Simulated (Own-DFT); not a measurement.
# Misfit strain and the stress it brings: wurtzite AlN, 72 atoms (Al36N36)

Calculated, not measured: single-point runs of Own-DFT, a retired in-house plane-wave DFT program that no person has reviewed, on unrelaxed cells, without spin or spin-orbit coupling.

Settings: PBE; PseudoDojo norm-conserving scalar-relativistic files; cutoff 42 hartree; 3 x 3 x 2 k mesh centred on Gamma; Fermi-Dirac smearing of 0.1 eV.

Keep in mind: forces on such cells moved up to 12 meV/angstrom on a denser k mesh; stress not checked against mesh or cutoff.

Unstrained cell vectors in Å: (9.336, 0.000, 0.000); (-4.668, 8.085, 0.000); (0.000, 0.000, 9.964). The unstrained cell has measured lattice constants (interpolated for alloys), not those of this functional. That, the random moves and any unrelaxed bonds set the pressure at no strain. Each run strains x and y alike by e, as a substrate would, and holds the height along z. Each coordinate of each atom was shifted by a normal deviate of width 0.05 Å. Stress is positive in tension.

| e (%) | u (Å) | (s_xx + s_yy)/2 (GPa) | s_zz (GPa) |
|---|---|---|---|
| -2.50 | 0.044 | -22.31 | -8.22 |
| -2.00 | 0.052 | -19.03 | -7.50 |
| -1.00 | 0.055 | -12.16 | -7.98 |
| -0.50 | 0.051 | -8.66 | -7.47 |
| -0.25 | 0.054 | -8.36 | -3.84 |
| 0.75 | 0.047 | -0.74 | -5.27 |
| 1.25 | 0.052 | 0.63 | -3.57 |
| 1.75 | 0.050 | ? | ? |
| 2.25 | 0.051 | 6.30 | -3.84 |
| 3.00 | 0.050 | 10.04 | -2.45 |

## Working it out

With e as a fraction, the in-plane stress is -6.0 + 600 e - 2212 e² GPa (errors 11 and 662, scatter 0.57), and s_zz is -5.7 + 106 e GPa (slope ± 21, scatter 1.11). At e = 0 the first slope is C11 + C12 and the second 2 C13, both with the ions held to the strained lattice and at the cell's own pressure. The term in e² is negative: the layer stiffens under compression and softens under tension. A free layer would change its height as e changes, and the in-plane slope would drop by 2 C13²/C33 to the biaxial modulus. At fixed height, a misfit of 1 % moves the in-plane stress by about 6.0 GPa and s_zz by 1.1 GPa.

## The run left out

Asked: what are the two stresses at e = 1.75 %?

The fitted form gives 3.8 and -3.8 GPa. The hidden result is 4.06 and -3.22 GPa.
